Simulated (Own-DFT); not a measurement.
AlGa$_{3}$N$_{4}$ (wurtzite random alloy, strained, atoms displaced) (calculated)

Computed with Own-DFT development build. A calculation, not a measurement: plane-wave PBE density functional theory by an unreviewed code, no spin, of a simulated periodic cell, stress positive in tension, free energy of the whole cell less one offset for each atom, forces on such cells passed a denser k mesh, this cell's mesh not checked; offsets are fitted by least squares, one for each functional and potential file, so energies compare only between cells with the same atoms and settings and are not formation energies; the far tail of each file's local potential was reset to the Coulomb form; each entry is a single point on an unrelaxed cell, so the pressure reflects the starting lattice, mostly measured values, from which strain is counted, and rises with the displacements; printed positions are rounded, which can move forces by about a meV/angstrom; the program is a retired in-house code; no spin-orbit coupling.

Settings shared by all entries: functional PBE; potential files PseudoDojo norm-conserving, scalar-relativistic, standard set; wave cutoff 42 hartree; occupations Fermi-Dirac; smearing width 0.1 eV; k mesh 4 x 4 x 3 centred on Gamma.

(1) 
```cif
# cell vector a (Å): 9.7945 0.0000 0.0000
# cell vector b (Å): -4.8973 8.4823 0.0000
# cell vector c (Å): 0.0000 0.0000 10.2685
data_AlGa3N4
_symmetry_space_group_name_H-M 'P 1'
_symmetry_Int_Tables_number 1
_cell_length_a 9.7945
_cell_length_b 9.7945
_cell_length_c 10.2685
_cell_angle_alpha 90.000
_cell_angle_beta 90.000
_cell_angle_gamma 120.000
_cell_volume 853.11
loop_
_atom_site_label
_atom_site_type_symbol
_atom_site_fract_x
_atom_site_fract_y
_atom_site_fract_z
_atom_site_occupancy
Ga1 Ga 0.12024 0.22134 0.99995 1
Al1 Al 0.22843 0.11503 0.24810 1
N1 N 0.11005 0.22677 0.19252 1
N2 N 0.22664 0.11372 0.44800 1
Al2 Al 0.11059 0.21401 0.49593 1
Ga2 Ga 0.23201 0.12308 0.74698 1
N3 N 0.11491 0.22316 0.68642 1
N4 N 0.21445 0.10715 0.94008 1
Ga3 Ga 0.11789 0.55361 0.00811 1
Al3 Al 0.21994 0.44167 0.24879 1
N5 N 0.10704 0.54653 0.18880 1
N6 N 0.21985 0.43542 0.43718 1
Al4 Al 0.10205 0.55358 0.50165 1
Ga4 Ga 0.21912 0.43481 0.75010 1
N7 N 0.10290 0.55017 0.68836 1
N8 N 0.21890 0.45002 0.94527 1
Al5 Al 0.11701 0.88319 0.00145 1
Ga5 Ga 0.21474 0.77473 0.24980 1
N9 N 0.11154 0.89693 0.18861 1
N10 N 0.22446 0.78487 0.43394 1
Ga6 Ga 0.10766 0.89567 0.50790 1
Ga7 Ga 0.22805 0.77424 0.74843 1
N11 N 0.10927 0.88523 0.68897 1
N12 N 0.20947 0.76608 0.94161 1
Ga8 Ga 0.44850 0.22489 0.00130 1
Ga9 Ga 0.56312 0.11384 0.25126 1
N13 N 0.44884 0.22881 0.18987 1
N14 N 0.55505 0.11253 0.44133 1
Ga10 Ga 0.44345 0.22114 0.50777 1
Ga11 Ga 0.55837 0.11750 0.74640 1
N15 N 0.44941 0.22248 0.68686 1
N16 N 0.55938 0.11625 0.93804 1
Al6 Al 0.44632 0.55186 0.99231 1
Ga12 Ga 0.55565 0.44080 0.25012 1
N17 N 0.44555 0.55633 0.18739 1
N18 N 0.54718 0.43581 0.43797 1
Ga13 Ga 0.45245 0.55696 0.49752 1
Ga14 Ga 0.54968 0.44003 0.76099 1
N19 N 0.44443 0.55538 0.69124 1
N20 N 0.55295 0.44172 0.93649 1
Ga15 Ga 0.44546 0.89111 0.98626 1
Ga16 Ga 0.55854 0.78211 0.24769 1
N21 N 0.44023 0.89359 0.18331 1
N22 N 0.55527 0.77295 0.43852 1
Ga17 Ga 0.43837 0.89469 0.50096 1
Ga18 Ga 0.56024 0.78054 0.75304 1
N23 N 0.44614 0.89477 0.68579 1
N24 N 0.55296 0.78024 0.93703 1
Al7 Al 0.78316 0.22512 0.00507 1
Al8 Al 0.90330 0.12406 0.24674 1
N25 N 0.78182 0.22246 0.18831 1
N26 N 0.89124 0.10659 0.43772 1
Ga19 Ga 0.77934 0.20985 0.49919 1
Ga20 Ga 0.89098 0.11245 0.74906 1
N27 N 0.78121 0.21775 0.68789 1
N28 N 0.89700 0.11482 0.93206 1
Al9 Al 0.77894 0.55957 0.99913 1
Ga21 Ga 0.89080 0.44964 0.24977 1
N29 N 0.78049 0.56309 0.18930 1
N30 N 0.88206 0.44471 0.43845 1
Ga22 Ga 0.78435 0.55227 0.50697 1
Ga23 Ga 0.88929 0.44396 0.75040 1
N31 N 0.77593 0.55586 0.68672 1
N32 N 0.88312 0.44681 0.94192 1
Ga24 Ga 0.77396 0.88451 0.00671 1
Ga25 Ga 0.88954 0.78267 0.25597 1
N33 N 0.78502 0.89372 0.18491 1
N34 N 0.89032 0.78340 0.44537 1
Ga26 Ga 0.78290 0.89710 0.49805 1
Ga27 Ga 0.88488 0.77442 0.74098 1
N35 N 0.77981 0.89209 0.68314 1
N36 N 0.88194 0.76770 0.93705 1
_calc_free_energy_of_cell_above_offsets '6.149'  # eV
_calc_pressure -3.55  # GPa
_calc_stress_xx 7.69  # GPa
_calc_stress_yy 7.3  # GPa
_calc_stress_zz -4.33  # GPa
_calc_stress_yz -0.05  # GPa
_calc_stress_xz 0.65  # GPa
_calc_stress_xy 0.72  # GPa
```

Force:
```tsv
element	x (eV/Å)	y (eV/Å)	z (eV/Å)
Ga	-1.738	0.322	0.045
Al	-0.205	-0.088	0.622
N	1.483	-0.183	0.207
N	-0.843	-0.068	-1.707
Al	-0.036	1.391	0.227
Ga	-0.471	-1.749	0.377
N	-0.171	-0.482	-0.742
N	1.987	-0.625	-0.025
Ga	-1.964	0.038	-1.322
Al	0.709	0.729	0.475
N	0.541	0.582	1.636
N	-1.122	0.31	0.141
Al	1.15	0.035	-0.771
Ga	-0.55	1.351	-0.171
N	1.06	0.394	-0.63
N	2.637	-0.957	-0.892
Al	-1.851	0.214	-0.466
Ga	0.6	0.582	-0.705
N	0.395	0.172	-0.266
N	-0.717	-1.52	1.568
Ga	0.925	-0.493	-1.508
Ga	-1.226	-0.174	0.013
N	0.478	0.607	1.371
N	0.762	1.43	-0.338
Ga	-0.254	-0.724	-0.131
Ga	-0.714	-0.462	-0.397
N	-0.416	-1.37	0.158
N	0.493	0.127	-0.016
Ga	0.256	0.538	-2.151
Ga	0.837	-0.47	0.401
N	-0.452	0.502	1.801
N	0.587	0.193	0.168
Al	-0.948	0.684	1.212
Ga	-0.26	1.297	0.1
N	-0.575	-0.419	-0.892
N	1.1	0.632	0.586
Ga	-0.919	-0.572	0.018
Ga	0.527	0.729	-3.296
N	-0.004	-0.088	0.396
N	0.053	0.88	2.575
Ga	-0.735	0.03	1.497
Ga	-0.46	-0.284	-0.166
N	0.575	-0.275	0.132
N	-0.302	1.219	0.08
Ga	1.018	-0.877	-1.101
Ga	-0.055	0.014	-1.54
N	0.286	-0.424	1.202
N	0.691	-1.165	0.761
Al	0.01	0.103	-1.468
Al	-1.204	-1.519	0.143
N	0.652	-0.026	0.256
N	0.718	1.374	-1.118
Ga	-0.955	1.097	-0.18
Ga	0.499	-0.439	-0.268
N	-0.664	0.601	0.018
N	-1.065	0.065	2.192
Al	0.283	-0.341	0.175
Ga	-0.592	-0.323	-0.326
N	0.09	-0.469	-0.559
N	1.975	-0.44	0.348
Ga	-1.956	0.328	-1.648
Ga	-0.478	-0.175	0.481
N	-0.118	-0.843	1.507
N	0.257	-0.816	0.596
Ga	0.793	0.48	-2.413
Ga	0.207	-0.148	-0.542
N	-0.576	1.062	2.226
N	0.191	-0.655	-0.278
Ga	-0.697	-1.739	-0.287
Ga	0.166	0.535	1.203
N	-0.153	-0.11	1.067
N	0.455	0.866	0.335
```

(2) 
```cif
# cell vector a (Å): 9.7945 0.0000 0.0000
# cell vector b (Å): -4.8973 8.4823 0.0000
# cell vector c (Å): 0.0000 0.0000 10.2685
data_AlGa3N4
_symmetry_space_group_name_H-M 'P 1'
_symmetry_Int_Tables_number 1
_cell_length_a 9.7945
_cell_length_b 9.7945
_cell_length_c 10.2685
_cell_angle_alpha 90.000
_cell_angle_beta 90.000
_cell_angle_gamma 120.000
_cell_volume 853.11
loop_
_atom_site_label
_atom_site_type_symbol
_atom_site_fract_x
_atom_site_fract_y
_atom_site_fract_z
_atom_site_occupancy
Al1 Al 0.10651 0.22078 0.99597 1
Ga1 Ga 0.22689 0.10881 0.24931 1
N1 N 0.11090 0.23086 0.18830 1
N2 N 0.22478 0.11044 0.43549 1
Ga2 Ga 0.10562 0.22569 0.50217 1
Ga3 Ga 0.21955 0.11276 0.74395 1
N3 N 0.11952 0.23219 0.68697 1
N4 N 0.23187 0.11085 0.94027 1
Ga4 Ga 0.11478 0.55319 0.99788 1
Al2 Al 0.21976 0.45325 0.24480 1
N5 N 0.10648 0.54710 0.19053 1
N6 N 0.22809 0.45450 0.43708 1
Ga5 Ga 0.10680 0.55260 0.50571 1
Ga6 Ga 0.21356 0.44036 0.74456 1
N7 N 0.10219 0.55413 0.69056 1
N8 N 0.22489 0.44247 0.93646 1
Ga7 Ga 0.11508 0.88740 0.00181 1
Ga8 Ga 0.23101 0.78158 0.24519 1
N9 N 0.11644 0.90270 0.18870 1
N10 N 0.22281 0.77448 0.43391 1
Ga9 Ga 0.10630 0.88984 0.49541 1
Ga10 Ga 0.22824 0.79217 0.74829 1
N11 N 0.10089 0.88939 0.68592 1
N12 N 0.22985 0.77953 0.94535 1
Ga11 Ga 0.44593 0.22850 0.99892 1
Al3 Al 0.55562 0.12013 0.25178 1
N13 N 0.44796 0.22174 0.19987 1
N14 N 0.54977 0.09859 0.43956 1
Ga12 Ga 0.44316 0.22297 0.50702 1
Ga13 Ga 0.54666 0.09995 0.74453 1
N15 N 0.45121 0.22461 0.68694 1
N16 N 0.55201 0.11276 0.94808 1
Ga14 Ga 0.44449 0.54833 0.00540 1
Al4 Al 0.55955 0.45350 0.24088 1
N17 N 0.43057 0.54683 0.17486 1
N18 N 0.55135 0.43494 0.44050 1
Ga15 Ga 0.44650 0.54901 0.50202 1
Al5 Al 0.55323 0.45075 0.74522 1
N19 N 0.45309 0.55658 0.69407 1
N20 N 0.54967 0.44626 0.93524 1
Ga16 Ga 0.42849 0.87771 0.99486 1
Ga17 Ga 0.55311 0.77288 0.25518 1
N21 N 0.44671 0.88871 0.18965 1
N22 N 0.55633 0.77980 0.43805 1
Ga18 Ga 0.43467 0.87762 0.49484 1
Ga19 Ga 0.54894 0.77655 0.74787 1
N23 N 0.44207 0.88149 0.68745 1
N24 N 0.55077 0.78316 0.93990 1
Ga20 Ga 0.77646 0.21928 0.99810 1
Ga21 Ga 0.89417 0.10300 0.25545 1
N25 N 0.78468 0.22586 0.18566 1
N26 N 0.89273 0.11559 0.44050 1
Ga22 Ga 0.76751 0.21289 0.49243 1
Ga23 Ga 0.89278 0.10984 0.74360 1
N27 N 0.77781 0.21511 0.67902 1
N28 N 0.89295 0.10069 0.93771 1
Al6 Al 0.77199 0.55435 0.99939 1
Al7 Al 0.88798 0.44113 0.25189 1
N29 N 0.77453 0.55452 0.18758 1
N30 N 0.89317 0.45225 0.44505 1
Ga24 Ga 0.77582 0.55926 0.49745 1
Al8 Al 0.89083 0.44016 0.74538 1
N31 N 0.78222 0.56689 0.68205 1
N32 N 0.89091 0.45136 0.94540 1
Ga25 Ga 0.78090 0.89288 0.99505 1
Ga26 Ga 0.88939 0.77757 0.24902 1
N33 N 0.76720 0.89740 0.19590 1
N34 N 0.88407 0.78503 0.44104 1
Al9 Al 0.77661 0.88742 0.49395 1
Ga27 Ga 0.88041 0.77549 0.74534 1
N35 N 0.79023 0.88896 0.68868 1
N36 N 0.87716 0.77387 0.93569 1
_calc_free_energy_of_cell_above_offsets '7.623'  # eV
_calc_pressure -3.15  # GPa
_calc_stress_xx 5.75  # GPa
_calc_stress_yy 6.44  # GPa
_calc_stress_zz -2.75  # GPa
_calc_stress_yz -0.49  # GPa
_calc_stress_xz -0.38  # GPa
_calc_stress_xy -0.26  # GPa
```

Force:
```tsv
element	x (eV/Å)	y (eV/Å)	z (eV/Å)
Al	0.937	0.107	0.756
Ga	-0.922	2.039	-0.08
N	0.746	-0.188	-0.516
N	-0.716	0.217	1.283
Ga	1.276	0.419	-1.585
Ga	0.763	-0.105	0.786
N	-0.312	-1.326	0.224
N	-2.021	0.081	-0.423
Ga	-0.355	-0.286	0.179
Al	0.739	-1.499	0.629
N	-0.802	1.02	0.065
N	-0.099	-0.725	-0.271
Ga	0.494	0.66	-1.277
Ga	0.762	1.796	0.943
N	0.592	0.422	0.904
N	-0.595	-0.899	0.033
Ga	-0.962	0.25	-0.775
Ga	-0.683	-0.576	0.046
N	0.007	-2.482	0.056
N	-1.234	-0.158	0.818
Ga	0.652	-0.009	-0.164
Ga	-1.009	-1.442	0.201
N	1.391	0.391	0.4
N	-3.266	-1.637	-1.755
Ga	0.517	-0.454	0.548
Al	1.485	-1.278	-0.524
N	-0.05	1.556	-1.108
N	-0.562	0.874	-0.643
Ga	0.294	-0.943	-2.114
Ga	0.819	1.303	1.03
N	-0.745	0.519	1.656
N	0.429	-0.457	-1.52
Ga	-0.94	1.356	-4.181
Al	-0.605	-1.535	1.133
N	1.011	0.287	5.308
N	0.065	1.39	-1.5
Ga	-0.49	0.545	-0.253
Al	1.752	-0.637	0.54
N	-1.409	-0.192	-0.737
N	1.845	0.149	-0.274
Ga	3.498	2.643	1.901
Ga	-0.873	0.287	-1.661
N	-0.15	0.829	0.178
N	0.99	-0.57	1.403
Ga	0.41	0.606	-0.078
Ga	1.603	-0.063	0.807
N	-0.657	0.45	-0.408
N	0.922	-0.739	-0.296
Ga	0.153	0.074	0.037
Ga	-0.717	2.028	-1.084
N	-1.118	-0.004	1.791
N	-0.339	-1.374	0.693
Ga	0.37	0.85	-0.071
Ga	-0.359	-0.33	0.309
N	-0.39	0.893	1.83
N	-0.344	2.342	-0.533
Al	0.381	0.286	-0.632
Al	0.195	0.066	-0.325
N	0.188	-0.155	0.073
N	-0.749	-1.124	-1.646
Ga	0.201	-0.234	-0.339
Al	-1.43	0.157	0.468
N	-0.021	-2.632	1.571
N	-0.542	-0.467	-1.709
Ga	-1.159	-1.266	0.942
Ga	-0.489	0.596	-0.318
N	1.877	-1.818	-1.133
N	0.411	-0.556	-0.732
Al	-0.515	0.73	0.96
Ga	1.322	-0.203	0.885
N	-2.882	0.842	-1.806
N	1.413	-0.699	1.088
```

(3) 
```cif
# cell vector a (Å): 9.7945 0.0000 0.0000
# cell vector b (Å): -4.8973 8.4823 0.0000
# cell vector c (Å): 0.0000 0.0000 10.2685
data_AlGa3N4
_symmetry_space_group_name_H-M 'P 1'
_symmetry_Int_Tables_number 1
_cell_length_a 9.7945
_cell_length_b 9.7945
_cell_length_c 10.2685
_cell_angle_alpha 90.000
_cell_angle_beta 90.000
_cell_angle_gamma 120.000
_cell_volume 853.11
loop_
_atom_site_label
_atom_site_type_symbol
_atom_site_fract_x
_atom_site_fract_y
_atom_site_fract_z
_atom_site_occupancy
Al1 Al 0.10828 0.20867 0.00327 1
Ga1 Ga 0.21805 0.10828 0.25270 1
N1 N 0.11700 0.22377 0.19162 1
N2 N 0.22789 0.11167 0.43004 1
Ga2 Ga 0.10892 0.22468 0.50004 1
Ga3 Ga 0.22311 0.11044 0.75414 1
N3 N 0.10608 0.21759 0.68114 1
N4 N 0.23492 0.11398 0.94171 1
Ga4 Ga 0.10472 0.55483 0.99431 1
Ga5 Ga 0.22980 0.44671 0.25248 1
N5 N 0.10297 0.54895 0.17995 1
N6 N 0.21738 0.44256 0.43193 1
Al2 Al 0.11312 0.56097 0.49464 1
Ga6 Ga 0.22435 0.46055 0.74846 1
N7 N 0.11472 0.55095 0.68631 1
N8 N 0.22339 0.44680 0.94601 1
Al3 Al 0.11175 0.89175 0.99132 1
Ga7 Ga 0.22651 0.78074 0.24773 1
N9 N 0.11616 0.89551 0.19633 1
N10 N 0.22150 0.77709 0.42797 1
Ga8 Ga 0.11046 0.88742 0.49402 1
Ga9 Ga 0.22340 0.77458 0.74588 1
N11 N 0.10467 0.88224 0.69139 1
N12 N 0.21921 0.78088 0.93370 1
Ga10 Ga 0.43798 0.22857 0.00418 1
Ga11 Ga 0.56559 0.10525 0.24486 1
N13 N 0.44871 0.22568 0.18692 1
N14 N 0.55659 0.10416 0.43939 1
Al4 Al 0.43922 0.22431 0.50262 1
Ga12 Ga 0.56210 0.10412 0.74871 1
N15 N 0.45032 0.22374 0.68131 1
N16 N 0.55412 0.10474 0.94583 1
Al5 Al 0.44851 0.56087 0.00743 1
Ga13 Ga 0.55851 0.44541 0.25167 1
N17 N 0.44612 0.55948 0.19379 1
N18 N 0.56270 0.44885 0.43745 1
Ga14 Ga 0.44142 0.55413 0.50077 1
Al6 Al 0.56475 0.45262 0.75258 1
N19 N 0.44405 0.55892 0.68504 1
N20 N 0.56258 0.45396 0.93001 1
Ga15 Ga 0.44589 0.89431 0.00115 1
Ga16 Ga 0.55752 0.77980 0.24028 1
N21 N 0.43925 0.89726 0.18674 1
N22 N 0.56202 0.77562 0.42922 1
Al7 Al 0.44659 0.88526 0.50047 1
Ga17 Ga 0.55175 0.77803 0.75315 1
N23 N 0.44592 0.90532 0.68578 1
N24 N 0.56130 0.77975 0.93650 1
Ga18 Ga 0.78661 0.23272 0.00483 1
Ga19 Ga 0.89256 0.11295 0.25932 1
N25 N 0.77617 0.22183 0.19192 1
N26 N 0.89901 0.11681 0.44645 1
Ga20 Ga 0.77192 0.22427 0.50346 1
Ga21 Ga 0.89501 0.11338 0.74887 1
N27 N 0.76990 0.21244 0.68465 1
N28 N 0.88367 0.11137 0.93528 1
Ga22 Ga 0.77769 0.55500 0.00644 1
Al8 Al 0.89358 0.44519 0.24389 1
N29 N 0.77514 0.55242 0.19574 1
N30 N 0.87959 0.44359 0.43477 1
Ga23 Ga 0.77539 0.55213 0.50337 1
Ga24 Ga 0.89634 0.44375 0.75008 1
N31 N 0.77792 0.55398 0.68782 1
N32 N 0.89300 0.43535 0.93670 1
Ga25 Ga 0.77833 0.88976 0.00007 1
Al9 Al 0.88596 0.78597 0.25287 1
N33 N 0.78035 0.89189 0.18410 1
N34 N 0.89138 0.77450 0.43661 1
Ga26 Ga 0.78404 0.89681 0.49038 1
Ga27 Ga 0.87915 0.77000 0.75064 1
N35 N 0.77417 0.87150 0.68212 1
N36 N 0.88889 0.78548 0.93922 1
_calc_free_energy_of_cell_above_offsets '7.947'  # eV
_calc_pressure -2.83  # GPa
_calc_stress_xx 7.29  # GPa
_calc_stress_yy 6.81  # GPa
_calc_stress_zz -5.6  # GPa
_calc_stress_yz 0.03  # GPa
_calc_stress_xz -0.25  # GPa
_calc_stress_xy -1.28  # GPa
```

Force:
```tsv
element	x (eV/Å)	y (eV/Å)	z (eV/Å)
Al	-0.612	1.525	-0.357
Ga	1.117	0.763	-1.569
N	-0.791	-0.274	-0.955
N	-0.132	0.519	3.053
Ga	1.642	0.136	-0.791
Ga	0.412	0.191	-1.607
N	0.837	0.867	2.01
N	-2.954	-1.183	0.004
Ga	1.484	0.602	0.24
Ga	-1.039	-0.253	-1.886
N	0.302	0.532	1.562
N	-0.44	0.914	2.169
Al	-0.467	-0.753	-0.589
Ga	2.444	-2.374	1.267
N	-1.777	1.282	-1.606
N	0.947	-0.582	-0.421
Al	0.269	-0.267	1.149
Ga	-1.035	-0.572	-1.353
N	-1.301	-1.533	-2.058
N	1.171	-0.62	3.022
Ga	0.027	0.375	0.462
Ga	-0.664	0.982	-0.096
N	0.367	0.33	-0.343
N	-0.139	-0.143	0.808
Ga	2.534	0.47	-0.535
Ga	-2.099	1.17	1.2
N	-0.128	-0.045	1.03
N	-0.971	-0.147	0.054
Al	1.038	-0.231	-1.435
Ga	-1.654	2.14	1.415
N	-0.579	0.801	1.562
N	0.007	1.937	-0.929
Al	-0.346	-0.396	-1.342
Ga	-0.158	-0.581	-0.121
N	0.467	-0.159	-1.402
N	-1.263	-1.324	1.111
Ga	0.678	0.27	-1.25
Al	-0.564	-1.108	-1.74
N	0.481	-0.398	1.216
N	-0.832	-0.025	1.83
Ga	-0.131	-0.888	-0.775
Ga	-0.496	0.389	0.672
N	1.51	-1.574	0.006
N	-1.416	0.653	1.123
Al	-0.021	0.604	-1.129
Ga	0.63	0.427	-1.447
N	0.646	-3.698	-0.954
N	-0.907	-0.909	1.616
Ga	-0.539	-2.424	-0.501
Ga	-0.002	0.475	-1.227
N	1.589	1.152	0.224
N	-1.606	-0.357	-0.866
Ga	0.236	-0.018	-1.472
Ga	-0.638	-1.081	-0.71
N	1.484	1.318	1.347
N	1.694	0.291	1.116
Ga	0.006	0.285	-0.672
Al	-0.939	-0.111	1.025
N	1.081	1.216	-0.5
N	2.099	0.37	-0.026
Ga	0.034	0.625	-1.071
Ga	-1.167	-0.667	-0.83
N	0.164	-0.762	1.257
N	-1.537	1.583	-0.123
Ga	-0.292	0.636	-1.035
Al	1.479	-0.913	-0.57
N	0.288	-0.017	1.506
N	-0.631	0.468	-0.458
Ga	0.192	-1.484	1.124
Ga	0.911	0.441	-0.424
N	-1.46	1.669	0.343
N	1.461	-0.537	0.656
```

(4) 
```cif
# cell vector a (Å): 9.7945 0.0000 0.0000
# cell vector b (Å): -4.8973 8.4823 0.0000
# cell vector c (Å): 0.0000 0.0000 10.2685
data_AlGa3N4
_symmetry_space_group_name_H-M 'P 1'
_symmetry_Int_Tables_number 1
_cell_length_a 9.7945
_cell_length_b 9.7945
_cell_length_c 10.2685
_cell_angle_alpha 90.000
_cell_angle_beta 90.000
_cell_angle_gamma 120.000
_cell_volume 853.11
loop_
_atom_site_label
_atom_site_type_symbol
_atom_site_fract_x
_atom_site_fract_y
_atom_site_fract_z
_atom_site_occupancy
Al1 Al 0.10506 0.22538 0.00180 1
Ga1 Ga 0.22564 0.11773 0.25500 1
N1 N 0.10645 0.22229 0.19004 1
N2 N 0.22149 0.11747 0.43103 1
Ga2 Ga 0.10755 0.21605 0.50805 1
Ga3 Ga 0.22432 0.11516 0.73863 1
N3 N 0.10936 0.22448 0.68659 1
N4 N 0.22575 0.12097 0.93882 1
Ga4 Ga 0.10565 0.54654 0.00838 1
Ga5 Ga 0.22084 0.43546 0.24943 1
N5 N 0.11790 0.55234 0.18261 1
N6 N 0.22157 0.44290 0.43726 1
Ga6 Ga 0.11983 0.56157 0.50331 1
Ga7 Ga 0.22453 0.44666 0.74545 1
N7 N 0.10851 0.54562 0.69123 1
N8 N 0.23247 0.45180 0.94410 1
Ga8 Ga 0.11429 0.89584 0.99212 1
Ga9 Ga 0.21805 0.77794 0.25724 1
N9 N 0.11668 0.89076 0.18657 1
N10 N 0.23093 0.79246 0.43818 1
Al2 Al 0.10652 0.89268 0.50516 1
Ga10 Ga 0.24019 0.79034 0.75530 1
N11 N 0.11360 0.89220 0.68025 1
N12 N 0.23192 0.78268 0.94440 1
Al3 Al 0.44577 0.22522 0.00054 1
Ga11 Ga 0.55273 0.11716 0.24704 1
N13 N 0.44071 0.23240 0.18454 1
N14 N 0.54948 0.11052 0.44382 1
Ga12 Ga 0.44040 0.22319 0.50327 1
Ga13 Ga 0.54946 0.11047 0.75073 1
N15 N 0.44343 0.22417 0.68715 1
N16 N 0.55145 0.11115 0.93145 1
Ga14 Ga 0.44277 0.54885 0.99636 1
Ga15 Ga 0.55791 0.45112 0.25281 1
N17 N 0.44041 0.55348 0.18992 1
N18 N 0.56766 0.45129 0.44138 1
Ga16 Ga 0.44386 0.55439 0.49339 1
Ga17 Ga 0.54650 0.42974 0.74751 1
N19 N 0.43540 0.55571 0.68940 1
N20 N 0.54875 0.44368 0.93792 1
Al4 Al 0.45235 0.89243 0.98976 1
Al5 Al 0.55338 0.77508 0.25899 1
N21 N 0.44069 0.88450 0.18907 1
N22 N 0.55542 0.78244 0.43929 1
Ga18 Ga 0.44316 0.90171 0.49934 1
Ga19 Ga 0.56039 0.79390 0.74443 1
N23 N 0.44094 0.89743 0.68149 1
N24 N 0.54303 0.77218 0.94544 1
Ga20 Ga 0.77866 0.21821 0.00659 1
Al6 Al 0.88072 0.10772 0.25336 1
N25 N 0.77623 0.21607 0.18909 1
N26 N 0.88389 0.11711 0.43967 1
Ga21 Ga 0.78700 0.23128 0.49965 1
Al7 Al 0.89301 0.10886 0.75036 1
N27 N 0.76859 0.21983 0.69529 1
N28 N 0.89565 0.11671 0.94344 1
Ga22 Ga 0.77593 0.55612 0.00238 1
Ga23 Ga 0.88995 0.44204 0.25380 1
N29 N 0.79038 0.55161 0.18225 1
N30 N 0.88281 0.44939 0.43796 1
Al8 Al 0.77344 0.55097 0.49726 1
Al9 Al 0.88689 0.44881 0.75166 1
N31 N 0.78217 0.55490 0.68594 1
N32 N 0.89410 0.44675 0.94415 1
Ga24 Ga 0.77401 0.89598 0.99369 1
Ga25 Ga 0.89463 0.79027 0.25236 1
N33 N 0.77057 0.88805 0.19274 1
N34 N 0.88872 0.77526 0.43377 1
Ga26 Ga 0.78702 0.89298 0.50563 1
Ga27 Ga 0.89562 0.77820 0.75088 1
N35 N 0.77675 0.88800 0.69105 1
N36 N 0.88344 0.77283 0.94166 1
_calc_free_energy_of_cell_above_offsets '7.166'  # eV
_calc_pressure -3.18  # GPa
_calc_stress_xx 6.74  # GPa
_calc_stress_yy 8.03  # GPa
_calc_stress_zz -5.22  # GPa
_calc_stress_yz -0.19  # GPa
_calc_stress_xz -0.02  # GPa
_calc_stress_xy -0.17  # GPa
```

Force:
```tsv
element	x (eV/Å)	y (eV/Å)	z (eV/Å)
Al	1.757	0.578	0.109
Ga	-0.365	-0.594	-2.987
N	-0.711	-1.3	-0.402
N	0.048	-1.088	3.544
Ga	-0.548	1.111	-2.694
Ga	-0.44	-0.24	1.852
N	-0.375	-0.97	1.711
N	-0.266	0.1	-0.356
Ga	0.715	1.262	-2.555
Ga	-0.376	0.898	-0.332
N	-0.809	0.077	3.636
N	-0.128	-0.233	0.682
Ga	-0.477	0.055	-0.524
Ga	-0.338	-0.034	1.394
N	-1.361	1.115	0.218
N	-1.726	-2.213	-0.826
Ga	0.361	-0.287	0.907
Ga	0.87	-0.071	-2.305
N	-0.841	0.497	0.303
N	-1.739	-1.012	1.704
Al	0.795	-0.433	-2.707
Ga	-1.736	-1.926	0.098
N	0.069	0.093	1.46
N	-0.374	0.117	-0.678
Al	-0.527	-0.118	-0.506
Ga	-0.111	-1.157	0.205
N	1.029	-0.388	0.166
N	0.369	1.914	-0.876
Ga	0.638	0.294	-1.602
Ga	0.654	0.711	-1.083
N	-0.175	-1.085	0.072
N	-0.047	-0.039	2.441
Ga	-0.19	0.978	0.897
Ga	0.566	0.093	-1.022
N	0.81	0.987	0.669
N	-1.061	-0.737	0.209
Ga	-0.12	0.649	0.772
Ga	-0.196	3.07	0.414
N	1.759	0.636	-0.569
N	1.565	-1.045	-0.003
Al	-1.406	-0.229	2.341
Al	-0.704	0.333	-1.824
N	0.752	0.602	-0.421
N	0.375	-0.033	0.751
Ga	1.165	-1.205	-1.246
Ga	-0.348	-2.051	0.592
N	1.252	-0.044	1.257
N	1.127	1.355	-1.517
Ga	-0.735	0.879	-1.642
Al	0.661	-0.019	-0.537
N	0.049	0.083	1.317
N	1.355	-0.731	-0.242
Ga	-1.604	-0.365	0.842
Al	-1.209	0.728	0.159
N	1.734	0.667	-0.106
N	-0.088	-0.231	-1.469
Ga	0.244	-0.48	-1.038
Ga	0.664	0.224	-1.296
N	-1.772	0.744	1.999
N	0.903	0.178	0.878
Al	0.72	1.151	0.514
Al	0.826	-0.753	0.305
N	-0.262	-0.197	-0.096
N	-0.88	-0.721	-1.429
Ga	0.395	-1.332	1.151
Ga	0.368	-0.767	-1.971
N	-0.036	0.483	0.075
N	0.501	0.216	2.442
Ga	-1.244	-0.485	-1.539
Ga	-0.588	-0.714	0.057
N	0.784	1.249	0.803
N	0.034	1.199	-0.547
```
